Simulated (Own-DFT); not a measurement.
# Computed records: Hf36O71 (tetragonal hafnia with one neutral oxygen vacancy, atoms displaced)

All values are calculated (Own-DFT development build). A calculation, not a measurement: plane-wave PBE and HSE06 DFT by an unreviewed code, no spin, of a simulated cell at Gamma alone, so results move with cell size and shape, stress positive in tension, energies less offsets, not probed for a lower state with spin; hafnium file: forces about 75 meV/angstrom off all-electron values; oxygen file: force components 24 meV/angstrom off all-electron in a glass; k mesh not checked against a denser one; forces and stress are PBE's, HSE06 gives the energy alone, and its difference from PBE has offsets of its own; offsets are fitted by least squares, one for each functional and potential file, so energies compare only between cells with the same atoms and settings and are not formation energies; the far tail of each file's local potential was reset to the Coulomb form; each entry is a single point on an unrelaxed cell, so the pressure reflects the starting lattice, taken from the Materials Project, from which strain is counted, and rises with the displacements; printed positions are rounded, which can move forces by about a meV/angstrom; the program is a retired in-house code; no spin-orbit coupling.

Settings shared by all entries: first functional PBE; second functional HSE06; exact exchange share 0.25; screening 0.11 1/bohr; exchange divergence Gygi-Baldereschi; potential files PseudoDojo norm-conserving, scalar-relativistic, made for PBE, standard set; wave cutoff 48 hartree; occupations fixed; k mesh 1 x 1 x 1 centred on Gamma.

(1) Hf36O71 (tetragonal hafnia with one neutral oxygen vacancy, atoms displaced)

```xyz
107
Lattice="10.7800 0.0000 0.0000 0.0000 10.7800 0.0000 0.0000 0.0000 10.4493" Properties=species:S:1:pos:R:3 Hf36O71
Hf     0.0387    10.7584    10.4021
Hf     1.7480     1.7212     2.5796
O     10.7171     1.8904     1.5763
O      1.8121    10.7746     3.6988
O     10.7619     1.8486     4.3115
O      1.8323     0.0133     0.9615
Hf     0.0505     0.0064     5.1906
Hf     1.7879     1.7634     7.9371
O     10.7650     1.7665     6.7609
O      1.9085     0.0016     8.8238
O     10.7686     1.7824     9.3589
O      1.7362    10.7521     6.3415
Hf    10.7610     3.4770     0.0950
Hf     1.7394     5.3731     2.7028
O     10.7662     5.4188     1.5500
O      1.8215     3.5811     3.6075
O     10.7252     5.3665     4.2852
O      1.8201     3.5693     0.9870
Hf    10.6613     3.5511     5.2047
Hf     1.8172     5.4264     7.8546
O      0.0389     5.3419     6.8207
O      1.8629     3.6192     8.8758
O      0.0478     5.3634     9.4467
O      1.7652     3.6026     6.2919
Hf    10.7555     7.2181    10.3785
Hf     1.7778     8.9007     2.6375
O      0.0650     9.0011     1.6357
O      1.7937     7.1680     3.5722
O     10.7791     9.0167     4.1339
O      1.9012     7.1983     1.0494
Hf    10.7301     7.1053     5.2336
Hf     1.7987     8.9583     7.8030
O      1.7541     7.2421     8.8115
O     10.7584     8.9758     9.3523
O      1.7521     7.1517     6.1647
Hf     3.6037    10.6524     0.0204
Hf     5.3663     1.8293     2.5899
O      3.5863     1.8207     1.5444
O      5.3936     0.0676     3.5622
O      3.5377     1.9144     4.1947
O      5.3814    10.7521     1.0253
Hf     3.5431    10.7380     5.1188
Hf     5.3672     1.8818     7.7719
O      3.6249     1.7545     6.8498
O      5.4201     0.0523     8.7732
O      3.5173     1.7985     9.3916
O      5.4664    10.7348     6.2393
Hf     3.5698     3.6328    10.4298
Hf     5.3262     5.4846     2.6222
O      3.5838     5.2825     1.6680
O      5.3362     3.5108     3.6330
O      3.4849     5.4102     4.2492
O      5.3991     3.6462     1.0169
Hf     3.5238     3.5849     5.2814
Hf     5.3581     5.3632     7.8009
O      3.6013     5.4330     6.8942
O      5.3946     3.5958     8.9135
O      3.5420     5.3945     9.3188
O      5.3536     3.5680     6.2292
Hf     3.5240     7.1206     0.0559
Hf     5.3121     8.9731     2.5747
O      3.5594     8.9806     1.6267
O      5.3707     7.2839     3.6554
O      3.6024     8.9005     4.2162
O      5.3949     7.2220     1.0028
Hf     3.6135     7.2298     5.1205
Hf     5.4558     8.9941     7.8562
O      3.5707     8.9062     6.7997
O      5.3709     7.1761     8.8835
O      3.5655     8.9054     9.3819
O      5.3542     7.2019     6.1023
Hf     7.1820     0.0185     0.0781
Hf     9.0528     1.8076     2.6496
O      7.2354     1.7936     1.6270
O      9.0558    10.7762     3.6963
O      7.1699     1.8971     4.2041
O      9.0210    10.6825     1.0210
Hf     7.1938    10.7694     5.2041
Hf     8.9871     1.8288     7.8886
O      7.1065     1.8540     6.7669
O      8.9513    10.7719     8.8531
O      7.1699     1.8196     9.4076
O      8.9507    10.7611     6.2887
Hf     7.1907     3.6114     0.0210
Hf     9.0218     5.4534     2.6403
O      7.1574     5.4799     1.5551
O      8.9600     3.5433     3.5931
O      7.1981     5.4744     4.0406
O      8.9936     3.6053     1.0735
Hf     7.1827     3.6576     5.2535
Hf     8.9631     5.3325     7.8340
O      7.2065     5.3729     6.8103
O      8.9512     3.6219     8.7631
O      7.1961     5.4476     9.3700
O      8.9323     3.6271     6.2890
Hf     7.0974     7.1498    10.3883
Hf     8.9881     8.9815     2.5735
O      7.2217     9.0559     1.6340
O      8.9136     7.1374     3.6571
O      7.1937     8.9109     4.1612
O      8.9962     7.1688     1.0564
Hf     7.2306     7.2013     5.2405
Hf     8.9480     9.0219     7.8739
O      7.2198     8.9761     6.7941
O      8.9714     7.1117     8.7888
O      7.2057     8.9415     9.4831
O      9.0129     7.2199     6.2406
```

- PBE energy of cell above offsets: -97.109 eV
- HSE06 less PBE above offsets: 0.080 eV
- PBE pressure: 2 GPa
- PBE stress xx: -1.3 GPa
- PBE stress yy: -2.24 GPa
- PBE stress zz: -2.46 GPa
- PBE stress yz: -0.38 GPa
- PBE stress xz: 0.19 GPa
- PBE stress xy: 0.23 GPa

Force:
```csv
element,x (eV/Å),y (eV/Å),z (eV/Å)
Hf,-0.761,-0.811,-0.247
Hf,2.321,1.902,0.118
O,1.616,-1.019,-0.219
O,0.26,-0.114,-0.572
O,0.36,-1.564,-2.625
O,-1.247,0.378,0.908
Hf,-1.556,-0.722,1.753
Hf,0.82,1.438,-1.599
O,-0.445,0.434,1.076
O,-0.93,-1.345,1.146
O,-0.021,-0.279,0.76
O,1.116,-0.406,-1.446
Hf,0.874,2.647,-1.266
Hf,0.489,-1.123,-1.295
O,0.873,-0.089,1.064
O,-0.915,-0.418,-0.189
O,0.158,-0.451,-1.822
O,-1.246,-0.186,0.566
Hf,1.419,1.067,2.461
Hf,-0.883,-0.947,-0.305
O,-1.165,0.403,0.036
O,-0.47,-0.518,-0.065
O,-0.209,0.053,0.536
O,0.008,-0.188,-0.691
Hf,-0.325,-1.889,0.292
Hf,-0.614,0.477,0.072
O,-0.283,-0.141,-1.353
O,-0.353,0.086,0.68
O,0.378,-1.219,1.049
O,-2.574,0.039,0.194
Hf,0.471,1.834,0.822
Hf,-0.23,0.724,-1.066
O,-0.123,-0.812,0.928
O,0.012,0.888,0.593
O,0.273,0.53,0.203
Hf,0.481,1.69,-1.839
Hf,0.338,0.89,-0.063
O,-0.517,-0.453,0.74
O,-0.735,-1.419,0.774
O,-0.331,-2.809,0.002
O,-0.136,-0.168,-0.422
Hf,0.89,1.424,2.236
Hf,0.321,-0.915,0.968
O,-1.34,-0.032,-1.046
O,-0.135,-1.008,0.867
O,0.416,-0.256,1.094
O,-1.52,-0.372,-1.014
Hf,0.285,-1.325,-0.571
Hf,1.967,-1.722,0.367
O,-0.738,0.883,-0.834
O,0.128,2.593,-0.053
O,0.595,-0.376,-0.396
O,0.342,-0.281,-0.182
Hf,-0.26,0.31,-0.247
Hf,0.379,0.377,0.717
O,-0.019,-0.24,-1.164
O,-0.052,0.697,-0.62
O,0.322,0.641,1.97
O,0.096,0.872,0.445
Hf,1.884,0.22,-2.307
Hf,2.418,0.927,0.35
O,-0.091,0.423,-0.683
O,-0.69,-1.412,-0.993
O,-0.384,3.225,-1.769
O,-1.49,0.041,0.895
Hf,-0.529,-1.974,3.005
Hf,-1.076,0.414,-0.662
O,0.611,0.522,-0.105
O,0.535,-0.152,-0.772
O,0.336,0.335,1.212
O,1.162,-0.357,1.366
Hf,0.149,0.025,-0.878
Hf,-2.744,-0.614,0.691
O,-0.112,-0.433,-0.605
O,-0.419,0.398,-0.928
O,0.396,-1.43,0.388
O,0.776,0.497,-0.224
Hf,0.271,0.593,-0.11
Hf,-0.719,-1.246,-1.878
O,1.667,0.052,0.389
O,0.177,0.671,0.769
O,0.647,-0.044,0.877
O,0.445,-0.226,-0.383
Hf,-0.659,0.313,-0.039
Hf,-1.584,-0.688,-1.326
O,0.101,-0.362,-0.012
O,0.627,1.451,0.98
O,-0.595,-1.219,1.89
O,-0.465,-0.015,-0.855
Hf,-0.931,-0.702,-1.147
Hf,1.175,1.372,-0.566
O,-0.931,0.249,-0.773
O,0.147,-1.029,2.12
O,-0.087,-1.593,0.255
O,0.403,-0.23,-0.713
Hf,1.385,-0.455,0.76
Hf,-0.2,-0.128,0.904
O,-1.221,-0.024,-0.293
O,1.166,1.396,0.063
O,0.153,1.437,0.46
O,0.189,0.685,-0.714
Hf,-0.325,0.014,-0.575
Hf,1.041,-0.626,-1.114
O,-0.549,-0.523,0.367
O,0.533,1.41,0.871
O,-0.246,1.13,-0.557
O,-0.213,0.036,0.143
```

(2) Hf36O71 (tetragonal hafnia with one neutral oxygen vacancy, atoms displaced)

```xyz
107
Lattice="10.7800 0.0000 0.0000 0.0000 10.7800 0.0000 0.0000 0.0000 10.4493" Properties=species:S:1:pos:R:3 Hf36O71
Hf     0.0866     0.1406     0.0611
Hf     1.6981     1.7139     2.6723
O      0.0280     1.9199     1.5934
O      1.6796     0.0219     3.5800
O      0.0438     1.7760     4.2658
O      1.8510    10.7341     1.1888
Hf     0.0456     0.0865     5.1527
Hf     1.6984     1.8137     7.7295
O      0.0940     1.7251     6.9798
O      1.7551     0.0612     8.8499
O      0.0415     1.7860     9.3825
O      1.8156     0.0729     6.4050
Hf     0.0506     3.5924    10.3643
Hf     1.6945     5.3747     2.5087
O      0.1385     5.4804     1.5945
O      1.8606     3.5051     3.6024
O      0.1264     5.3055     4.2231
O      1.7667     3.6620     1.0650
Hf     0.0013     3.5240     5.1966
Hf     1.9034     5.4870     7.7695
O      1.8327     3.5785     8.8954
O      0.0360     5.3770     9.4320
O      1.8959     3.5073     6.2670
Hf     0.1968     7.2181     0.0239
Hf     1.9361     9.0332     2.4675
O      0.0164     9.0018     1.4852
O      1.9026     7.1846     3.5518
O     10.6796     9.0805     4.2031
O      1.7385     7.2077     1.1247
Hf    10.6502     7.1282     5.2117
Hf     1.7372     9.0739     7.8234
O      0.0210     9.1719     6.7487
O      1.8426     7.0533     8.7613
O      0.0466     8.9544     9.2890
O      1.7163     7.1665     6.3036
Hf     3.4948     0.0115    10.2982
Hf     5.4236     1.6471     2.7109
O      3.5953     1.8001     1.7397
O      5.4989     0.0745     3.7117
O      3.4829     1.7748     4.0507
O      5.3304     0.0777     1.0188
Hf     3.5654    10.7328     5.2821
Hf     5.4544     1.7794     7.8693
O      3.5114     1.8731     6.8076
O      5.2554     0.1650     8.7942
O      3.6241     1.7872     9.5046
O      5.4667     0.0760     6.2978
Hf     3.6337     3.6135     0.0354
Hf     5.3769     5.4941     2.8218
O      3.5415     5.3642     1.7025
O      5.4173     3.6594     3.4772
O      3.6246     5.4363     4.3802
O      5.3750     3.5851     0.9887
Hf     3.5898     3.6291     5.4139
Hf     5.4505     5.3482     7.6696
O      3.6412     5.4269     6.8361
O      5.3491     3.5113     8.8519
O      3.5875     5.4299     9.4292
O      5.3781     3.5134     6.2761
Hf     3.6064     7.1234     0.0243
Hf     5.2222     9.0874     2.5785
O      3.6481     8.9445     1.5753
O      5.3955     7.2091     3.6138
O      3.5916     8.9982     4.2568
O      5.2719     7.3280     0.9892
Hf     3.6784     7.3553     5.2797
Hf     5.3845     9.0713     7.7405
O      3.4487     8.8552     6.8260
O      5.3964     7.2076     8.8562
O      3.5713     8.9753     9.3596
O      5.4069     7.2337     6.3009
Hf     7.0136     0.0319     0.1002
Hf     8.9705     1.7200     2.6498
O      7.1924     1.7344     1.7223
O      8.8729    10.7526     3.7459
O      7.0619     1.7060     4.1548
O      9.0208     0.0345     1.0958
Hf     7.0691     0.0525     5.1974
Hf     9.0534     1.6876     7.9457
O      7.2052     1.8024     6.8364
O      8.9339     0.0016     8.9154
O      7.1693     1.8056     9.4704
O      8.9895     0.0185     6.1685
Hf     7.1574     3.5780     0.0512
Hf     8.9123     5.4286     2.6102
O      7.1242     5.5362     1.4198
O      8.9386     3.6375     3.5769
O      7.2834     5.5516     4.3133
O      9.0234     3.6312     1.0601
Hf     7.1883     3.5001     5.2841
Hf     8.8630     5.2991     7.7557
O      7.1560     5.3863     6.8755
O      8.9464     3.5627     8.8768
O      7.2440     5.4196     9.2438
O      9.0324     3.6630     6.3651
Hf     7.1434     7.1811    10.4117
Hf     8.9173     9.0167     2.6103
O      7.2462     9.0375     1.6885
O      9.0271     7.2283     3.7440
O      7.0778     9.0636     4.1168
O      9.0272     7.1184     1.1051
Hf     7.1818     7.3523     5.2518
Hf     9.0524     8.9797     7.7660
O      7.2789     8.9771     6.6930
O      8.8975     7.2923     8.9691
O      7.2019     9.1517     9.4809
O      8.9763     7.1946     6.2193
```

- PBE energy of cell above offsets: -87.719 eV
- HSE06 less PBE above offsets: 0.509 eV
- PBE pressure: 5.13 GPa
- PBE stress xx: -6.9 GPa
- PBE stress yy: -3.76 GPa
- PBE stress zz: -4.73 GPa
- PBE stress yz: 0.41 GPa
- PBE stress xz: -0.86 GPa
- PBE stress xy: 0.37 GPa

Force:
```csv
element,x (eV/Å),y (eV/Å),z (eV/Å)
Hf,-1.569,-2.589,0.349
Hf,3.723,3.546,-1.037
O,-1.342,-1.467,-0.548
O,0.607,-2.591,2.378
O,-0.975,1.313,-1.489
O,-0.148,0.553,-2.604
Hf,-1.235,-4.782,2.017
Hf,6.069,1.815,4.301
O,-6.141,0.304,-4.325
O,0.572,-0.439,1.679
O,-0.613,0.251,0.593
O,0.948,-0.935,-2.291
Hf,0.431,1.375,0.68
Hf,3.847,-1.213,4.305
O,-5.579,-0.088,-1.721
O,-1.068,1.101,0.808
O,-0.96,0.413,0.554
O,0.365,-0.351,-1.284
Hf,1.372,3.096,0.496
Hf,-2.39,-2.804,0.053
O,-0.246,0.165,-0.679
O,-0.332,0.555,-0.156
O,-3.553,0.75,0.224
Hf,-4.576,-0.33,-1.446
Hf,-4.767,-1.998,2.466
O,0.383,0.231,0.466
O,-0.082,1.354,0.443
O,0.464,-0.767,0.145
O,3.433,0.798,-0.94
Hf,2.794,0.731,-1.105
Hf,-1.859,-1.514,0.854
O,-0.207,-0.764,0.203
O,-0.325,4.112,2.625
O,0.787,0.659,0.821
O,0.202,-0.3,-1.142
Hf,0.36,1.201,0.915
Hf,-2.845,5.345,-2.538
O,-0.432,-0.236,-1.57
O,-1.943,-3.943,0.873
O,1.488,-1.581,3.85
O,-1.649,-1.001,1.133
Hf,-0.81,3.88,-0.025
Hf,-1.253,3.082,-0.954
O,2.478,-1.109,-0.106
O,0.239,-4.59,1.509
O,-0.413,0.25,0.038
O,-3.238,-1.307,0.418
Hf,-1.249,-0.286,0.35
Hf,-1.287,-2.529,-3.169
O,1.937,0.807,-1.047
O,1.019,-1.414,2.287
O,1.129,0.208,0.027
O,1.117,-0.071,-0.377
Hf,-0.326,-0.459,-4.332
Hf,-1.691,0.288,4.637
O,0.439,-0.446,-0.575
O,0.299,1.811,-0.309
O,0.452,-0.769,0.443
O,1.766,0.608,-0.171
Hf,-0.354,-0.415,-1.211
Hf,4.979,-1.488,1.058
O,-1.529,0.69,-1.476
O,-0.413,3.3,1.588
O,0.669,2.31,-1.841
O,1.919,0.061,0.685
Hf,-3.161,-4.503,-0.484
Hf,0.553,-1.626,2.238
O,3.04,1.292,-0.883
O,0.344,0.568,-0.82
O,-0.055,0.232,0.398
O,0.481,0.572,-0.105
Hf,3.918,0.076,-0.886
Hf,0.097,0.188,-0.991
O,0.288,0.199,-1.352
O,0.516,1.45,-1.318
O,1.149,3.3,1.335
O,0.022,0.651,-0.327
Hf,4.176,-1.733,0.19
Hf,-1.1,0.697,-0.431
O,0.89,0.567,-0.619
O,0.943,-0.422,-0.411
O,-0.184,-0.603,0.213
O,-0.223,1,0.887
Hf,0.453,1.401,-0.527
Hf,0.36,1.216,-1.561
O,-0.231,-0.608,1.818
O,-0.201,-1.565,1.561
O,-0.622,-2.109,-0.663
O,-0.918,0.251,-0.417
Hf,0.293,0.723,-1.04
Hf,2.951,0.835,2.907
O,0.457,-0.309,-3.445
O,0.241,-0.466,-0.171
O,-0.731,-0.801,1.754
O,-0.477,-0.351,-1.779
Hf,1.592,-0.246,-0.636
Hf,3.163,-0.531,0.462
O,-3.341,0.213,-1.647
O,-0.213,-0.343,-0.935
O,0.017,-1.039,1.167
O,-0.179,0.312,-0.339
Hf,0.611,0.306,-1.32
Hf,0.358,0.068,1.773
O,-1.726,0.25,1.172
O,-0.198,-0.266,-1.699
O,-1.707,-0.96,-0.503
O,-0.541,-0.27,1.642
```
